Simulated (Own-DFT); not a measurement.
Si23GeO48 (quartz with substituted atoms, atoms displaced) (calculated)

All values are calculated (Own-DFT development build). A calculation, not a measurement: plane-wave PBE and HSE06 DFT by an unreviewed code, no spin, of a simulated cell at Gamma alone, so results move with cell size and shape, stress positive in tension, energies less offsets, not probed for a lower state with spin; oxygen file: force components 24 meV/angstrom off all-electron in a glass; k mesh not checked against a denser one; forces and stress are PBE's, HSE06 gives the energy alone, and its difference from PBE has offsets of its own; offsets are fitted by least squares, one for each functional and potential file, so energies compare only between cells with the same atoms and settings and are not formation energies; the far tail of each file's local potential was reset to the Coulomb form; each entry is a single point on an unrelaxed cell, so the pressure reflects the starting lattice, mostly measured values (interpolated for alloys), from which strain is counted, and rises with the displacements; printed positions are rounded, which can move forces by about a meV/angstrom; the program, named Own-DFT, is a retired in-house code; no spin-orbit coupling.

Settings shared by all entries: first functional PBE; second functional HSE06; exact exchange share 0.25; screening 0.11 1/bohr; exchange divergence Gygi-Baldereschi; potential files PseudoDojo norm-conserving, scalar-relativistic, made for PBE, standard set; wave cutoff 48 hartree; occupations fixed; k mesh 1 x 1 x 1 centred on Gamma.

(1) 
```xyz
72
Lattice="9.8268 0.0000 0.0000 -4.9134 8.5103 0.0000 0.0000 0.0000 10.8104" Properties=species:S:1:pos:R:3:force_x:R:1:force_y:R:1:force_z:R:1 formula=Si23GeO48 PBE_energy_of_cell_above_offsets=-13.531 HSE06_less_PBE_above_offsets=-0.332 PBE_pressure=12.97 PBE_stress_xx=-14.65 PBE_stress_yy=-10.08 PBE_stress_zz=-14.16 PBE_stress_yz=0.91 PBE_stress_xz=2.81 PBE_stress_xy=-2.29
Si    -2.6191     8.4730    10.7721      1.067      2.119      0.491
Si     8.6792     1.9648     3.6494     -1.507      0.555     -3.546
Si     1.2291     2.1689     1.9057      6.939      4.041     -9.891
O      1.4058     1.1615     0.5957     -1.156      0.712       2.11
O      2.8059     2.5288     2.3787     -2.194     -0.291     -0.676
O      3.2269     0.6243     4.2999      5.547      4.479     -6.596
O     -1.0439     3.0722     4.7384     -0.294      1.076      0.751
O      0.3309     1.7939     2.9740     -5.243     -2.191      5.957
O      0.8181     3.6914     1.1016      3.239     -4.133      5.511
Si     2.3491     0.0482     5.3073     -3.915     -3.601      7.887
Si     8.6427     1.9733     9.0254      3.551      -3.12      1.939
Si     1.3206     2.3351     7.2111     -1.056     -0.373     -1.803
O      1.4241     1.1460     6.0691     -0.056      1.001     -0.066
O      2.6956     2.4974     7.9543     -0.317      1.815     -2.348
O      3.1737     0.6695     9.6568       1.66      1.284     -1.462
O     -1.0772     3.0324    10.2095      0.165      1.117      1.238
O      0.3332     1.7835     8.3075     -2.879     -0.557      2.003
O      0.7361     3.7312     6.5491      1.114     -1.178      0.075
Si    -0.1138     4.2186     0.0578     -3.813      2.178     -4.084
Si    -3.5885     6.2350     3.4855     -2.825      3.355      3.507
Si    -1.1261     6.5371     1.7402     -3.374      0.299      2.442
O     -1.1174     5.4189     0.7143      0.678     -4.488     -3.879
O      0.2345     6.7024     2.3827      5.392      0.395      4.383
O      0.7714     4.9330     4.2648      1.146     -1.647     -1.576
O     -3.5142     7.4281     4.7602     -1.434     -2.286      -2.33
O     -2.1719     6.0368     3.0142      4.408     -0.293     -2.758
O     -1.6506     7.8772     1.1216     -0.745       1.43     -0.193
Si    -0.1331     4.2704     5.2890     -3.599      0.596      6.469
Si    -3.6043     6.3033     8.9286      -4.29      -1.74       5.69
Si    -1.2685     6.5540     7.2612      3.537     -3.553     -0.447
O     -1.1003     5.4262     6.0663      0.394     -1.696     -1.376
O      0.2178     6.7675     7.8495      1.849     -0.662      1.621
O      0.7704     4.7809     9.6118      -0.08      0.739      0.003
O     -3.5416     7.3893    10.1367      -1.34     -1.726     -0.389
O     -2.2451     6.0400     8.4028      4.823      -1.66     -1.473
O     -1.6540     7.8188     6.5395     -2.143      4.865     -2.756
Si     7.1860     0.0278    10.7935     -0.819     -4.218      1.783
Si     3.7407     2.0222     3.5411      1.155     -1.315      1.065
Si     6.2094     2.2905     1.7864     -2.101     -1.971     -2.747
O      6.2975     1.1354     0.5945         -2      2.651      1.546
O      7.5708     2.4290     2.4460      5.676      0.433      3.047
O      8.1643     0.5931     4.1864     -0.797     -1.572      1.693
O      3.7039     3.1585     4.7219      0.216     -0.366     -0.414
O      5.2516     1.7555     2.9631     -1.774     -0.078      1.138
O      5.7422     3.6298     1.0863     -0.486       0.94      0.505
Si     7.1977     0.0531     5.4055      2.375     -1.487      1.366
Si     3.7939     2.1092     8.9543       -2.1     -2.922      4.452
Si     6.2145     2.2337     7.2578      0.844      0.881     -0.079
O      6.2599     1.0757     6.1459     -0.246      0.415     -0.774
O      7.7103     2.4556     7.9101     -3.354      0.911     -2.904
O      8.1123     0.4757     9.6706      3.489      3.851     -4.259
O      3.8074     3.1793    10.1443      0.171      0.262      0.454
O      5.1533     1.7235     8.3253      1.907      -0.63     -0.093
O      5.6870     3.5911     6.5983     -1.278      1.488     -2.441
Si     4.8045     4.3078    10.7547      -4.82     -1.291      4.588
Si     1.2455     6.2775     3.7357      2.017      1.121     -8.184
Si     3.7066     6.4358     1.8276      0.721      4.426     -3.724
O      3.8256     5.5098     0.5849      1.295     -3.314     -2.246
O      5.1396     6.7247     2.4370      1.637      0.507       0.33
O      5.6943     4.9442     4.2457      0.232      -1.11     -0.523
O      1.4151     7.4098     4.7371     -0.708      1.421      1.463
O      2.7567     5.9694     2.8860     -5.519     -1.483       5.64
O      3.1533     7.8564     1.1453      0.776     -0.457      1.482
Si     4.7279     4.2582     5.2587     -0.226      0.379      5.336
Si     1.3376     6.2110     9.0195     -3.607      0.153     -0.537
Ge     3.7464     6.4927     7.1904      2.527      -0.26      6.128
O      3.7786     5.4084     6.0897      1.387     -8.429     -8.227
O      5.2473     6.8151     7.8678      0.487      1.173     -1.095
O      5.6805     4.7751     9.6671      4.813      4.916     -6.201
O      1.3798     7.3338    10.1375     -0.736      0.714      1.093
O      2.7810     6.0468     8.4561     -0.463     -1.889      1.845
O      3.1704     7.8132     6.6168     -3.944      9.291      -4.94
```

Units: PBE_energy_of_cell_above_offsets, HSE06_less_PBE_above_offsets in eV; PBE_pressure, PBE_stress_xx, PBE_stress_yy, PBE_stress_zz, PBE_stress_yz, PBE_stress_xz, PBE_stress_xy in GPa; force_x, force_y, force_z in eV/Å.

(2) 
```xyz
72
Lattice="9.8268 0.0000 0.0000 -4.9134 8.5103 0.0000 0.0000 0.0000 10.8104" Properties=species:S:1:pos:R:3:force_x:R:1:force_y:R:1:force_z:R:1 formula=Si23GeO48 PBE_energy_of_cell_above_offsets=-14.603 HSE06_less_PBE_above_offsets=-0.205 PBE_pressure=11.69 PBE_stress_xx=-9.75 PBE_stress_yy=-14.79 PBE_stress_zz=-10.54 PBE_stress_yz=2.09 PBE_stress_xz=0.73 PBE_stress_xy=-0.34
Si     2.2183     0.0173    10.7075      5.077      7.179      7.782
Si     8.6446     1.9749     3.6257      2.107      5.611     -3.049
Si     1.2557     2.3148     1.8091      1.894     -3.175      1.916
O      1.2872     1.1706     0.6466      0.804      -0.87     -0.969
O      2.7913     2.4519     2.4872      -2.17      0.554     -1.395
O      3.1905     0.5726     4.3221      2.644      1.057     -1.995
O     -1.1120     3.0947     4.7845      0.334      1.425      1.231
O      0.2865     1.7740     2.9966      0.863      0.275     -0.416
O      0.6780     3.5822     1.1400      1.152      1.933      1.367
Si    -2.5543     8.4429     5.4493     -2.468      2.503      1.189
Si     8.6236     1.8758     8.9532      5.425      10.06     -0.644
Si     1.3195     2.3045     7.1878     -1.208     -1.571      -0.82
O      1.3484     1.0930     6.0241      0.037      1.486      1.573
O      2.7565     2.5836     7.7777      2.406     -0.869      1.955
O      3.2325     0.6613     9.6638     -0.422     -2.229     -0.033
O     -1.0569     3.1233    10.1707     -0.223     -0.519     -1.094
O      0.3311     1.7514     8.4141      0.164      0.011     -1.211
O      0.8227     3.7313     6.5547      0.324     -1.019      0.914
Si    -0.1314     4.3366     0.0629     -1.831     -2.839     -4.297
Si     6.2036     6.2105     3.5710      0.301      2.879      2.838
Si    -1.1873     6.5127     1.7521      1.111      1.116      2.652
O     -1.1533     5.4243     0.5694     -0.423      0.896       0.58
O      0.3254     6.7125     2.5382     -4.896      1.545     -5.735
O      0.7854     4.9422     4.1679      -2.05      -2.97       2.96
O     -3.4822     7.4425     4.7896     -2.811     -4.579     -2.619
O     -2.1839     6.1047     2.9770      2.435     -1.092     -1.059
O     -1.7363     7.9073     1.2220     -0.681      1.403     -2.216
Si    -0.1854     4.2722     5.4501      1.376       0.11     -3.953
Si    -3.5904     6.2760     9.0507     -4.031      0.072       0.73
Si    -1.1992     6.5060     7.1930      2.488     -0.356      4.482
O     -1.0737     5.4202     6.1145     -0.529     -1.857     -1.705
O      0.3334     6.8357     7.8540     -1.914     -0.734     -0.586
O      0.8185     4.8885     9.6660     -0.723     -1.415      1.121
O     -3.4691     7.4199    10.2198     -5.777     -7.754     -4.188
O     -2.2600     6.0732     8.3903      5.112     -0.571     -2.377
O     -1.6992     7.8154     6.5917      0.427      2.392      0.549
Ge     7.2643     0.0381    10.7855      1.825     -5.614      0.638
Si     3.7027     1.9275     3.6780      3.332      0.848     -1.262
Si     6.2267     2.2514     1.7336      -0.09      1.345      3.224
O      6.4027     1.1010     0.7007     -5.111      4.593        1.7
O      7.6791     2.4716     2.4344     -0.132      0.637     -0.402
O      8.2046     0.6841     4.1774     -4.053     -8.065      5.457
O      3.8385     3.0886     4.8367     -0.878     -1.773     -1.281
O      5.2703     1.6799     2.9261     -2.439      0.293      1.339
O      5.7228     3.6490     1.1387     -0.678      0.765     -1.604
Si     2.3149     8.4797     5.4531     -0.706      1.028     -2.763
Si     3.7681     1.9664     9.0340     -2.171      4.109     -1.427
Si     6.2360     2.2310     7.2829      -2.35       2.36     -2.798
O      6.2663     1.1664     6.0851      0.863     -2.097     -1.236
O      7.6702     2.4895     7.8287      1.152      0.327      0.248
O      8.1715     0.6794     9.6237      0.526     -5.118     -0.705
O      3.6719     3.1119    10.2040      2.097      1.074     -0.206
O      5.1792     1.7389     8.3670      1.036     -0.449      0.474
O      5.6970     3.6714     6.5615      2.212     -2.565      2.953
Si     4.7756     4.3311    10.7209       -1.8     -4.369      3.035
Si     1.3090     6.3334     3.6116      1.955     -7.747     -3.885
Si     3.6638     6.4786     1.8495      5.413     -0.039     -1.633
O      3.8162     5.3038     0.7026     -0.582      1.629      0.111
O      5.2419     6.7704     2.4852     -3.379      0.154     -2.337
O      5.7362     4.9282     4.3206      -0.72     -2.208      0.658
O      1.3624     7.2897     4.6862      2.274      8.806      8.485
O      2.7724     5.9455     2.9534     -2.432     -0.694      2.729
O      3.3046     7.8539     1.1889      0.871      0.402      0.667
Si     4.7648     4.2088     5.4364      0.548      1.605     -1.561
Si     1.3085     6.2135     9.0038      0.078      2.081     -0.714
Si     3.7975     6.5134     7.2283     -2.588     -4.374     -1.259
O      3.8487     5.3623     6.0137     -1.126      2.234      1.643
O      5.1711     6.6965     7.8725      3.199      1.018      2.067
O      5.7298     4.8128     9.5881       0.96      1.495     -1.104
O      1.3865     7.3739    10.1423     -2.039     -2.325     -1.108
O      2.7490     5.9689     8.3684      1.251     -0.056     -0.457
O      3.1814     7.8074     6.6221     -0.642      2.605      -1.17
```

Units: PBE_energy_of_cell_above_offsets, HSE06_less_PBE_above_offsets in eV; PBE_pressure, PBE_stress_xx, PBE_stress_yy, PBE_stress_zz, PBE_stress_yz, PBE_stress_xz, PBE_stress_xy in GPa; force_x, force_y, force_z in eV/Å.

(3) 
```xyz
72
Lattice="9.8268 0.0000 0.0000 -4.9134 8.5103 0.0000 0.0000 0.0000 10.8104" Properties=species:S:1:pos:R:3:force_x:R:1:force_y:R:1:force_z:R:1 formula=Si23GeO48 PBE_energy_of_cell_above_offsets=-14.778 HSE06_less_PBE_above_offsets=-0.085 PBE_pressure=11.32 PBE_stress_xx=-10.59 PBE_stress_yy=-11.84 PBE_stress_zz=-11.53 PBE_stress_yz=-1.36 PBE_stress_xz=2.18 PBE_stress_xy=-2.12
Si    -2.6269     8.5020     0.0691      0.169      2.175     -1.498
Si     8.6669     1.9619     3.6423        0.2      1.886     -3.456
Si     1.2024     2.2608     1.7926      1.872     -0.875      2.741
O      1.3092     1.1631     0.7015      0.564     -2.177     -2.254
O      2.7031     2.5372     2.4115     -1.583      1.038     -2.056
O      3.2559     0.6180     4.1933     -0.305     -2.548      0.419
O     -1.1588     3.0435     4.7815       1.31      2.876      2.201
O      0.2888     1.6794     2.9841      0.095      0.481       0.23
O      0.8156     3.6438     1.1970     -1.894      2.218     -2.103
Si     2.4040     0.0418     5.3715     -3.923     -1.604      2.337
Si    -1.1598     2.0372     9.0758      0.171      -8.38     -8.789
Si     1.2718     2.2776     7.3133      1.991     -1.283      -4.93
O      1.3146     1.0472     6.1310      1.328      0.293     -0.524
O      2.7387     2.5107     7.8190      1.507      0.376      0.759
O      3.2718     0.6794     9.7028     -1.745     -2.161      1.639
O     -1.1287     2.9942    10.1394      1.656      8.055       7.57
O      0.3376     1.6848     8.3411     -4.997     -0.739      4.695
O      0.7566     3.6184     6.6517     -1.463      1.783     -1.719
Si    -0.1523     4.2007    10.7755     -0.848      0.577      2.634
Si    -3.5725     6.2577     3.7080     -1.822     -3.667      -7.95
Si    -1.1015     6.4887     1.8393     -8.079      -1.24     -3.399
O     -1.0460     5.3877     0.6447     -0.085     -1.344     -0.842
O      0.2332     6.7980     2.3159      9.679      0.851      5.628
O      0.7602     4.9310     4.3178      0.864      0.467     -1.498
O     -3.5908     7.2583     4.7691      2.206      7.326      6.573
O     -2.1734     6.0229     2.9567       0.89      -0.46      0.345
O     -1.7096     7.8339     1.1469      0.688     -0.116      1.054
Si    -0.1917     4.2482     5.4154      1.254     -3.005      0.036
Si     6.1555     6.2965     8.9913      2.334     -0.805      3.503
Si    -1.2111     6.4803     7.1994      4.261      0.503     -0.297
O     -1.0469     5.4143     5.9711     -2.124      1.568      1.666
O      0.3430     6.8155     7.8453     -2.295     -1.164     -0.702
O      0.7911     4.8858     9.6915     -0.465     -2.575      0.089
O     -3.5950     7.4810    10.1597     -0.834     -1.946     -1.572
O     -2.1401     6.0725     8.3757     -2.261     -1.012      1.764
O     -1.6113     7.8583     6.5579     -0.891      1.789     -1.569
Si     7.2753     0.1017    10.7282     -1.191     -9.772      5.192
Ge     3.7832     2.0771     3.5757      -0.65      0.427      0.161
Si     6.1518     2.2660     1.8542      5.577      -1.13     -4.207
O      6.3927     1.0685     0.5832     -4.603      6.851      5.387
O      7.6718     2.5183     2.4501     -0.084     -0.105     -0.077
O      8.1422     0.6481     4.1875      -1.87     -3.865      1.737
O      3.8813     3.1673     4.8218     -1.147      0.759      1.486
O      5.3089     1.7367     2.9965     -0.128     -2.001      1.604
O      5.7570     3.6032     1.1429     -1.723       1.51      -1.32
Si     7.1855     0.0024     5.3555       5.44      2.776      2.804
Si     3.7316     1.9997     8.9983     -0.649      1.344      0.599
Si     6.2856     2.1857     7.2208     -7.824      0.578     -1.291
O      6.3000     1.1359     6.0232      -1.14      0.971      0.087
O      7.5754     2.4459     7.8936      6.384      1.213      3.049
O      8.0863     0.6013     9.6320      5.525      3.373     -6.324
O      3.7584     3.1376    10.1795     -0.441     -0.399     -0.453
O      5.1674     1.7595     8.4463       3.32      0.049     -2.538
O      5.6236     3.6290     6.6026      1.976     -1.372      1.785
Si     4.7219     4.2406    10.7889      0.765      0.444      1.514
Si     1.3280     6.2902     3.5875     -2.953      0.746      0.778
Si     3.7434     6.4842     1.8560      3.134     -0.323     -2.066
O      3.8096     5.3896     0.6457     -0.116     -0.815      0.241
O      5.2141     6.7637     2.4298      1.484      -0.72      1.721
O      5.6171     4.8792     4.2093      1.361     -0.565     -0.796
O      1.4178     7.4188     4.8196      -3.97     -5.155     -3.865
O      2.7520     6.0950     2.9876     -0.779     -1.531      1.575
O      3.2891     7.7745     1.1543     -2.192      4.169     -3.044
Si     4.8179     4.2952     5.4329     -0.587     -0.498      -0.33
Si     1.2120     6.2504     9.0919      3.949      4.279     -2.499
Si     3.8445     6.4491     7.1496     -4.565      5.097      1.245
O      3.9087     5.5049     5.9470     -0.299     -1.581     -1.636
O      5.1795     6.7547     7.8949      0.925      0.958     -1.277
O      5.7214     4.8617     9.6891      0.641      1.114     -1.053
O      1.2556     7.4798    10.1957        0.7     -1.461     -0.784
O      2.7987     6.0766     8.3094     -2.419     -0.799      1.813
O      3.2579     7.9873     6.5605      0.726     -1.725      0.062
```

Units: PBE_energy_of_cell_above_offsets, HSE06_less_PBE_above_offsets in eV; PBE_pressure, PBE_stress_xx, PBE_stress_yy, PBE_stress_zz, PBE_stress_yz, PBE_stress_xz, PBE_stress_xy in GPa; force_x, force_y, force_z in eV/Å.
